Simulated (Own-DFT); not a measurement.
## Calculated data, GaP (zincblende, strongly disordered by large displacements), InAs (zincblende, strongly disordered by large displacements)

All values are calculated (Own-DFT development build). A calculation, not a measurement: plane-wave PBE density functional theory by an unreviewed code, no spin, of a simulated periodic cell, stress positive in tension, free energy of the whole cell less one offset for each atom, forces on such cells passed a denser k mesh, this cell's mesh not checked; broken bonds can close the gap or carry spin, so checks made on this kind of crystal may not hold here; offsets are fitted by least squares, one for each functional and potential file, so energies compare only between cells with the same atoms and settings and are not formation energies; the far tail of each file's local potential was reset to the Coulomb form; each entry is a single point on an unrelaxed cell, so the pressure reflects the starting lattice, mostly measured values (interpolated for alloys), from which strain is counted, and rises with the displacements; printed positions are rounded, which can move forces by about a meV/angstrom; the program, named Own-DFT, is a retired in-house code; no spin-orbit coupling.

Common to all runs: functional PBE; potential files PseudoDojo norm-conserving, scalar-relativistic, standard set; wave cutoff 42 hartree; occupations Fermi-Dirac; smearing width 0.1 eV; k mesh 3 x 3 x 3 centred on Gamma.

(1) 
```xyz
64
Lattice="10.9010 0.0000 0.0000 0.0000 10.9010 0.0000 0.0000 0.0000 10.9010" Properties=species:S:1:pos:R:3:force_x:R:1:force_y:R:1:force_z:R:1 formula=GaP hardware=one_NVIDIA_H100 free_energy_of_cell_above_offsets=57.456 pressure=23.35 stress_xx=-22.2 stress_yy=-22.26 stress_zz=-25.58 stress_yz=-0.05 stress_xz=1.17 stress_xy=1.63 wall_time=602
Ga    10.8536     0.0654     0.1667      0.525      0.019      0.027
Ga     0.0009     2.6949     2.5948      8.692      2.692       -2.5
Ga     2.9282    10.5864     2.3124     -3.113      10.02        6.8
Ga     2.9364     2.7122    10.6675      3.651     -0.755     -0.528
P      1.6692     2.0847     1.3506     -0.032     -3.959      1.014
P      2.1051     4.1013     4.2156     -4.904     -4.448      7.921
P      4.5987     1.3975     3.9651      0.207     -1.354     -0.549
P      3.9591     4.1625     1.7079       8.07     -4.538     -5.804
Ga    10.5707    10.5572     5.4584      0.835      0.711     -0.012
Ga    10.6581     3.1487     8.4727      0.447     -0.833     -1.112
Ga     2.6733    10.6515     8.1520      0.212      0.554     -1.017
Ga     3.2835     2.6573     5.3817     -0.609     -5.833     -0.514
P      1.1329     1.5170     6.7796      0.476     -0.985      0.145
P      1.4940     3.9276     9.7386     -1.362       3.29     -1.826
P      4.8731     1.6225     9.6922     -4.283     -6.921      8.308
P      3.5202     4.4505     6.3438      2.611      2.769      1.905
Ga    10.3124     5.8893     0.3567      3.847     -3.647      3.937
Ga     0.1542     7.5634     2.4363     -0.523      1.893      1.958
Ga     2.4804     4.9481     2.6166     -3.373       6.08     -4.086
Ga     2.4583     8.0713    10.7176      1.751     -5.578     -0.036
P      1.6221     6.2688     1.2204     -2.008      2.018     -2.712
P      1.1678     9.5289     3.7178     -0.171     -0.839       1.15
P      3.7456     6.4565     3.6838      2.416      2.678       2.04
P      3.3279     9.0881     1.3073      6.348     -5.097     -1.765
Ga     0.5582     5.3500     5.4020      -5.09     -3.144     -3.433
Ga    10.7676     8.1050     8.4278     -3.024     -3.359     -3.276
Ga     2.8570     5.9325     8.0919      7.134     -3.756      10.06
Ga     2.5340     7.8016     5.8360      4.631       7.68     -5.856
P      1.6907     6.3333     6.7158     -9.012      0.887      0.036
P      1.2099     9.0372     9.5239      1.181       6.76     -0.248
P      5.1542     6.6545     9.6839     -6.516     -2.383     -0.978
P      4.5090     9.4288     6.5784     -2.295     -1.274      2.437
Ga     5.3787    10.6635     0.4635     -2.541     -3.571     -3.173
Ga     6.3848     3.0072     1.8352     -1.246      12.52      3.166
Ga     7.9777     0.2878     1.9618       11.4     -6.504      5.088
Ga     8.2017     1.9532    10.7906     -4.409      4.032      5.292
P      6.4615     1.1913     1.5020     -7.239     -2.429     -2.761
P      7.2255     4.3739     4.3993      6.213      -6.75     -4.421
P      9.4568     2.0265     3.5326     -9.213     -5.531      6.019
P      9.7937     3.9376     1.2941     -2.963      1.166      -1.34
Ga     6.0034    10.7134     5.3689     -5.236      8.313      6.233
Ga     5.2757     2.7827     8.2922      -10.2       3.63     -5.246
Ga     8.0365    10.4997     8.1279     -3.529      12.41      0.818
Ga     7.6811     2.3841     5.9285      6.982       3.82     -6.955
P      6.3995     1.7661     7.1549     -0.044      -9.68     -0.553
P      6.5281     4.0368     8.8150       7.44      7.798      4.023
P      9.3705     1.3544     9.4126      4.736     -3.344     -5.444
P      9.2523     3.9880     6.7353      3.583     -1.333     -0.509
Ga     5.2658     5.5584     0.2911     -1.891     -5.083       6.75
Ga     5.6196     8.3678     2.8540     -2.993     -3.102      -2.76
Ga     8.1831     5.5111     2.8595      2.095      -1.43      0.662
Ga     8.2436     8.6181     0.0560     -3.961     -5.386     -4.478
P      7.1884     5.5827     1.1667     -0.568      0.293     -4.306
P      6.7330     9.4794     4.2029      7.352     -5.346     -4.922
P      9.3715     6.5299     4.1921      6.948      0.318     -0.374
P      9.3671     9.2471     1.3814      6.188      4.619      7.653
Ga     5.8273     4.9577     5.4272      -10.2      3.772       5.26
Ga     5.7445     7.9950     8.5574     -0.101      7.156     -7.721
Ga     8.1019     5.6382     7.3682      7.538     -2.125       2.85
Ga     8.0187     7.6523     5.2349     -2.987      3.242      2.813
P      6.3804     6.3558     7.1928     -6.978      3.488     -2.741
P      7.1889     9.2280     9.3357     -3.803      0.067      3.286
P      9.4503     6.8477     9.8137     -3.834      2.308     -5.759
P      9.1890     9.2952     7.3306      6.732     -6.688     -7.942
```

Units: free_energy_of_cell_above_offsets in eV; pressure, stress_xx, stress_yy, stress_zz, stress_yz, stress_xz, stress_xy in GPa; wall_time in s; force_x, force_y, force_z in eV/Å.

(2) 
```xyz
64
Lattice="12.1166 0.0000 0.0000 0.0000 12.1166 0.0000 0.0000 0.0000 12.1166" Properties=species:S:1:pos:R:3:force_x:R:1:force_y:R:1:force_z:R:1 formula=InAs hardware=one_NVIDIA_H200 free_energy_of_cell_above_offsets=-3.460 pressure=8.71 stress_xx=-8.58 stress_yy=-8.6 stress_zz=-8.96 stress_yz=0.92 stress_xz=1.38 stress_xy=-1.45 wall_time=1161
In     0.0151     0.0322    12.0925     -0.289     -0.067     -0.028
In    11.7887     2.7562     3.0091     -0.284      3.578      0.362
In     2.6529     0.1059     3.0105      3.424       -2.6      2.297
In     3.2954     3.0867     0.1313     -1.747      0.447       -0.1
As     1.2678     1.5422     1.8961      1.031      0.787     -5.001
As     1.5087     4.9574     4.5869     -0.782     -5.123      1.349
As     4.4533     1.5783     4.7386      0.405     -2.321     -1.391
As     4.7302     4.7343     1.4493     -1.727     -1.385      3.425
In    12.0621    11.9720     6.0903      -1.94      0.848      1.634
In     0.1046     3.1046     8.8213     -2.253     -3.752     -2.159
In     3.0001    12.1065     9.4102     -1.452     -0.978     -1.199
In     3.4502     3.1384     6.2831     -3.041      0.429      0.045
As     1.4473     1.1903     7.6166      1.185      1.384      0.151
As     1.1795     4.3449    10.3444       3.61      3.234      4.323
As     4.4086     1.6209    10.4763     -2.026     -3.077      5.309
As     4.9416     4.3771     7.8105      -1.38      4.103     -1.525
In    12.0622     6.0577     0.1975      2.753      0.101     -0.023
In     0.0689     9.2447     3.2292     -2.499     -2.548     -2.034
In     2.8941     6.1717     3.2627      4.381     -0.261     -1.033
In     3.1711     9.1672     0.3970     -1.885     -1.067     -3.403
As     1.8462     7.7846     1.9542     -3.222      0.711     -2.202
As     1.2630    10.6352     4.6283      3.715      0.551      0.865
As     4.7121     7.8256     4.6728     -1.303     -3.113       1.52
As     4.5514    10.4816     1.6886      2.468      3.267      1.708
In     0.0851     6.2379     6.0142      0.238     -0.823      3.138
In    11.9759     8.8302     9.1041      1.496     -0.594      1.891
In     3.0668     6.0413     9.0672     -0.558     -2.599     -0.153
In     2.9954     8.9367     5.9580     -0.991      2.258      1.125
As     1.7125     7.6537     7.7452     -1.181     -0.249     -1.059
As     1.4994    10.4817    10.6887     -0.198     -0.656      0.846
As     4.1288     7.4372    10.7213      2.405      1.176      1.322
As     4.3693    10.6660     7.7414      0.362     -1.075       -0.5
In     6.4998    12.0975    11.9111     -1.189      0.385      0.713
In     6.1441     2.9638     3.4362     -1.136     -0.528     -2.175
In     9.1992    11.9915     3.4076     -0.297       1.68     -0.513
In     9.1047     3.0157     0.1070       0.75      0.879     -3.051
As     7.5468     1.8178     1.3933     -1.716     -2.464      2.514
As     7.7751     4.3592     4.5386      0.028      2.286      0.532
As    10.5912     1.7963     4.7714     -0.147     -3.454      0.654
As    10.6277     4.4985     1.4710      1.956     -2.053     -0.923
In     6.0573    11.9310     6.2520     -0.377      1.342      0.245
In     5.7429     2.6439     9.1112      6.387      1.269     -2.023
In     9.2254    12.0898     8.6940     -1.184      1.211      2.024
In     9.0177     2.8973     6.2345      0.414      3.052     -6.725
As     7.8054     1.6792     7.4296     -7.002     -6.189      5.467
As     7.4480     4.5560    10.4638      0.505     -1.167      0.289
As    10.4172     1.3249    10.5941      0.587      0.991     -0.047
As    10.4816     4.1025     7.3389      4.183      5.668       3.16
In     6.1349     5.9785     0.0139      0.721      1.972     -1.976
In     6.0868     8.7276     3.0824      0.903      2.898      -1.48
In     9.1804     5.7460     2.7602     -2.113      3.006      2.884
In     8.9344     9.2208     0.4769      2.975      2.874     -4.404
As     7.5913     7.7739     1.4554     -2.247     -5.693      1.743
As     7.4265    10.5833     4.5843     -0.891      0.251     -1.141
As    10.7103     7.5739     4.7921     -2.604      1.629     -2.664
As    10.5011    10.7097     1.6590      1.681      0.148      0.093
In     6.0639     6.1202     6.1105      1.318     -0.611      0.284
In     5.9318     8.9572     9.1918     -1.191     -1.516     -0.827
In     9.1588     5.9849     9.1184      2.149     -3.333      2.415
In     8.8391     9.1748     5.9596      1.851     -1.461      1.291
As     8.1182     7.2140     7.5471     -3.998      3.276     -3.149
As     7.5461    10.3776    10.3598      1.907      0.871      0.903
As    10.6290     7.2906    10.7805     -1.107      2.024     -0.246
As    10.4521    10.2324     7.9020      0.171      0.173     -3.366
```

Units: free_energy_of_cell_above_offsets in eV; pressure, stress_xx, stress_yy, stress_zz, stress_yz, stress_xz, stress_xy in GPa; wall_time in s; force_x, force_y, force_z in eV/Å.

(3) 
```xyz
64
Lattice="12.1166 0.0000 0.0000 0.0000 12.1166 0.0000 0.0000 0.0000 12.1166" Properties=species:S:1:pos:R:3:force_x:R:1:force_y:R:1:force_z:R:1 formula=InAs hardware=one_NVIDIA_H200 free_energy_of_cell_above_offsets=6.566 pressure=10.9 stress_xx=-10.81 stress_yy=-10.95 stress_zz=-10.95 stress_yz=0.56 stress_xz=0.1 stress_xy=-0.96 wall_time=1158
In    11.9129     0.0678    11.8219      3.643      -2.37      4.251
In     0.1380     3.2004     2.9317     -0.323      0.144       0.38
In     3.0520    12.0383     3.2671     -1.166      1.637      3.633
In     3.0363     3.0024     0.1765     -0.994     -1.087       -1.5
As     1.6633     1.4267     1.8901     -1.674      0.592     -2.241
As     1.6173     4.4776     4.9160      2.392     -2.224     -2.857
As     4.6150     1.6788     4.5640     -0.328      -3.06       0.83
As     4.6530     3.9366     1.7218     -0.306      3.897     -0.615
In    11.8215    11.9081     6.3556      6.758       6.96     -7.136
In     0.2065     2.9204     9.1842     -2.457      -1.94     -2.383
In     2.8546     0.0516     8.8978      4.323     -2.871      6.883
In     3.2821     2.8791     6.1203     -1.554      0.737      1.839
As     1.5959     1.2187     7.6422     -5.023      5.622     -5.265
As     1.2885     4.4598    10.5348      2.302       2.29      2.591
As     4.5693     1.3735    10.6989     -0.235      0.954     -1.178
As     4.6754     4.4674     7.7747      2.455     -1.394     -2.594
In    11.7764     6.1870     0.0306       7.14       3.64     -1.244
In     0.3635     9.4837     3.0525      -5.18      -1.92     -3.561
In     3.3956     5.9369     3.2621     -3.633     -2.678     -2.378
In     3.0393     9.6447     0.4710     -5.601     -7.466     -6.023
As     1.2670     7.6823     1.6995      1.777     -1.627     -1.376
As     1.5245    10.4083     4.6872      1.126       4.74      2.911
As     5.0253     7.2245     4.1627      1.144      2.917      2.584
As     4.1898    10.8826     1.6730      9.272      3.292      2.876
In     0.1573     5.9126     5.8841     -3.063      3.892      2.286
In    11.8393     9.0642     8.9660      1.743     -0.707       1.39
In     2.9875     5.6642     8.7925     -1.922      2.305      3.138
In     2.7728     8.9633     6.0796      3.333     -0.407     -0.454
As     1.7202     7.6082     7.6990     -1.976     -1.458      1.208
As     1.6539    10.8036    10.6920     -0.959      -1.38     -0.516
As     4.6915     7.3713    10.9694     -2.026      1.339     -1.716
As     4.1913    10.9986     7.3140     -3.382     -6.348      2.698
In     6.4108     0.1794    11.9913     -2.195      0.532      0.564
In     6.1737     2.7124     3.1368     -1.468       3.12      2.839
In     8.8055     0.0867     3.1318      2.311      0.175     -0.886
In     9.2154     2.9291     0.0985      -0.47     -1.476     -0.651
As     7.3493     1.5556     1.7029      4.434     -2.214     -4.343
As     7.6225     4.3483     4.3544      -2.16     -0.463      1.851
As    10.6389     1.5373     4.4416      0.106      0.032      0.664
As    10.6267     4.7359     1.0967       -3.5     -5.399      6.066
In     5.7659    12.0183     6.2906      5.965      4.188     -3.698
In     6.5870     3.1574     8.8226     -0.979     -0.318      2.155
In     9.1860    12.0020     8.9583     -0.988     -1.907       1.94
In     9.1409     3.2717     5.9589      1.469     -1.413      1.444
As     7.8564     1.3512     7.7165     -1.815      1.483     -3.351
As     7.7139     4.5955    10.8209     -1.971     -3.139      0.625
As    10.5894     1.1619    10.4158     -1.841       5.37     -1.392
As    10.4420     4.9533     7.6637      1.516     -2.012      -1.62
In     6.4264     6.1615     0.0980     -3.104     -3.179     -1.484
In     6.1977     9.0442     2.8219     -1.963      2.909      1.348
In     8.9640     5.7828     3.1021      2.649      3.432     -1.692
In     9.0604     9.2202    11.9251      0.829     -3.148      1.233
As     7.4416     7.5574     1.5130      5.168      1.319       1.47
As     7.4064    10.7930     4.5357     -1.529     -0.599      0.161
As    10.7315     7.8844     4.7288     -0.449     -0.774      -0.73
As    10.3407    10.7340     1.2235      1.491      0.767      2.599
In     6.2078     5.9780     6.0408     -0.379     -0.565      0.009
In     5.9353     9.0867     9.0967     -0.349     -0.399     -0.128
In     9.1749     5.8035     9.5333     -0.276      0.946     -2.827
In     8.6292     9.2865     6.0935      5.413      4.842     -4.206
As     7.6181     7.7661     7.1435     -3.925     -5.921       6.46
As     7.5748    10.6127    10.7597     -0.811      0.005     -3.568
As    10.5271     7.3660    10.6301      -0.39      5.088     -1.624
As    10.6212    10.6898     7.4987     -6.396     -7.301      4.308
```

Units: free_energy_of_cell_above_offsets in eV; pressure, stress_xx, stress_yy, stress_zz, stress_yz, stress_xz, stress_xy in GPa; wall_time in s; force_x, force_y, force_z in eV/Å.
